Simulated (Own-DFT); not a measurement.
# Strain and stress in wurtzite GaN, 96 atoms (Ga48N48)

All numbers below are calculated, not measured. The program, named Own-DFT, is a retired in-house plane-wave density functional code that no person has reviewed. Each row is one single-point run on a periodic cell that was not relaxed, without spin or spin-orbit coupling.

Settings of every run: PBE; PseudoDojo norm-conserving scalar-relativistic files (stringent for Ga); cutoff 96 hartree; 3 x 4 x 3 k mesh centred on Gamma; Gaussian smearing of 0.01 eV.

Known limits: forces on such cells passed a denser k mesh, each cell not checked; stress not checked against mesh or cutoff.

Unstrained cell vectors in Å: (12.756, 0.000, 0.000); (-4.784, 8.285, 0.000); (0.000, 0.000, 10.370). The unstrained cell has measured lattice constants (interpolated for alloys), not those of this functional. That, the random moves and any unrelaxed bonds set the pressure at no strain. Each run strains this cell uniformly, with the atoms carried along. Every atom was also moved at random, by a Gaussian of width 0.05 Å on each axis. Strain is the symmetric tensor, in per cent. Stress is positive in tension, and the pressure is minus a third of its trace.

| run | e_xx (%) | e_yy (%) | e_zz (%) | e_yz (%) | e_xz (%) | e_xy (%) | s_xx (GPa) | s_yy (GPa) | s_zz (GPa) | s_yz (GPa) | s_xz (GPa) | s_xy (GPa) | P (GPa) | E (meV/atom) |
|---|---|---|---|---|---|---|---|---|---|---|---|---|---|---|
| 1 | -1.85 | -0.58 | -0.27 | -1.23 | -0.58 | 1.18 | -15.58 | -11.68 | -11.44 | -2.23 | -1.15 | 4.82 | 12.90 | 36.9 |
| 2 | -0.79 | 0.45 | -0.83 | 1.77 | -0.58 | -1.26 | -12.82 | -6.40 | -10.52 | 2.51 | -2.70 | -4.09 | 9.91 | 38.3 |
| 3 | -1.40 | 1.44 | -0.91 | 1.66 | -1.91 | -0.26 | -12.65 | -4.79 | -10.21 | 3.90 | -5.26 | 0.16 | 9.22 | 33.4 |
| 4 | 1.81 | 0.89 | -0.45 | 0.69 | -0.29 | -1.43 | -0.38 | -0.89 | -7.84 | 0.77 | -0.84 | -5.35 | 3.03 | 11.5 |
| 5 | -1.34 | -0.97 | 1.88 | 0.44 | -0.14 | -1.54 | -13.76 | -10.49 | -0.47 | 1.14 | 0.05 | -4.58 | 8.24 | 25.2 |
| 6 | 0.55 | -1.86 | 0.91 | -0.80 | -1.37 | -0.94 | -6.93 | -12.96 | -4.88 | -1.64 | -3.18 | -3.10 | 8.26 | 26.3 |
| 7 | -0.24 | -1.31 | -0.77 | -1.01 | -0.20 | 1.81 | -10.34 | -16.14 | -11.51 | -1.40 | -0.04 | 5.94 | 12.66 | 48.4 |
| 8 | 1.96 | 0.61 | -0.92 | 0.22 | -1.04 | 0.05 | -0.12 | -3.41 | -9.45 | 0.41 | -1.71 | 0.74 | 4.33 | 24.7 |
| 9 | 0.42 | -0.50 | 1.06 | 1.33 | 1.59 | -1.99 | -5.45 | -8.97 | -3.23 | 2.58 | 3.71 | -6.29 | 5.88 | 37.0 |
| 10 | 1.06 | -0.84 | 1.17 | 0.63 | -1.98 | 0.26 | -2.73 | -6.84 | -2.65 | 1.27 | -4.42 | -0.12 | 4.08 | 0.0 |
| 11 | -1.21 | -1.61 | 1.34 | 1.74 | -0.61 | 0.40 | -11.33 | -15.88 | -3.86 | 3.52 | -0.90 | 1.39 | 10.36 | 33.2 |
| 12 | -1.37 | 1.20 | -1.41 | 1.06 | 0.38 | 1.82 | -13.54 | -4.55 | -14.94 | 2.25 | 0.10 | 6.65 | 11.01 | 42.0 |
| 13 | -1.55 | 1.33 | 1.47 | 0.20 | 0.76 | 1.00 | -10.63 | -3.30 | -0.48 | 0.00 | 1.87 | 3.00 | 4.80 | 14.8 |
| 14 | -1.74 | -0.23 | -1.54 | 0.19 | -1.69 | -0.18 | -16.13 | -10.32 | -16.31 | 0.32 | -2.88 | 0.30 | 14.25 | 38.7 |
| 15 | -1.69 | -1.01 | 1.50 | -1.13 | -0.22 | 1.80 | -13.91 | -12.19 | -3.76 | -2.76 | -0.05 | 7.59 | 9.95 | 29.7 |
| 16 | -1.41 | 1.76 | -0.96 | -1.39 | -1.60 | -1.99 | ? | ? | ? | ? | ? | ? | ? | ? |

E is the free energy for each atom above the lowest run shown.

## Worked fit

Each stress component was fitted by least squares to a constant and the strains of the runs shown, as fractions, with shears doubled. Shear strains stay in the fit of a normal stress only where such slopes are resolved. The slopes, in GPa:

```
stress,at no strain,per e_xx,per e_yy,per e_zz,scatter
s_xx,-7.8,395 ± 18,90 ± 24,98 ± 22,0.87
s_yy,-7.2,130 ± 26,421 ± 36,81 ± 33,1.31
s_zz,-7.5,74 ± 15,100 ± 21,451 ± 19,0.76
```

Each shear stress against twice its own strain: yz 101 ± 9, xz 114 ± 10, xy 161 ± 9 GPa. These are stiffnesses along x, y and z of the frame in which the cell vectors are given, which need not be the crystal's axes. The atoms are held to the strained lattice; where symmetry lets them move under strain, relaxing them would lower some slopes. The table should be nearly symmetric about its diagonal, and what it lacks of that shows the noise. A ninth of its sum, 204 ± 4 GPa, estimates the bulk modulus near the mean pressure of these runs, 8.6 GPa, so it lies above the value at zero pressure.

## Withheld run

Question: what normal stresses and pressure should run 16 give?

The fit gives s_xx = -12.7, s_yy = -2.4, s_zz = -11.1 and P = 8.8 GPa. The calculation gave -12.30, -3.27, -10.25 and P = 8.60 GPa.
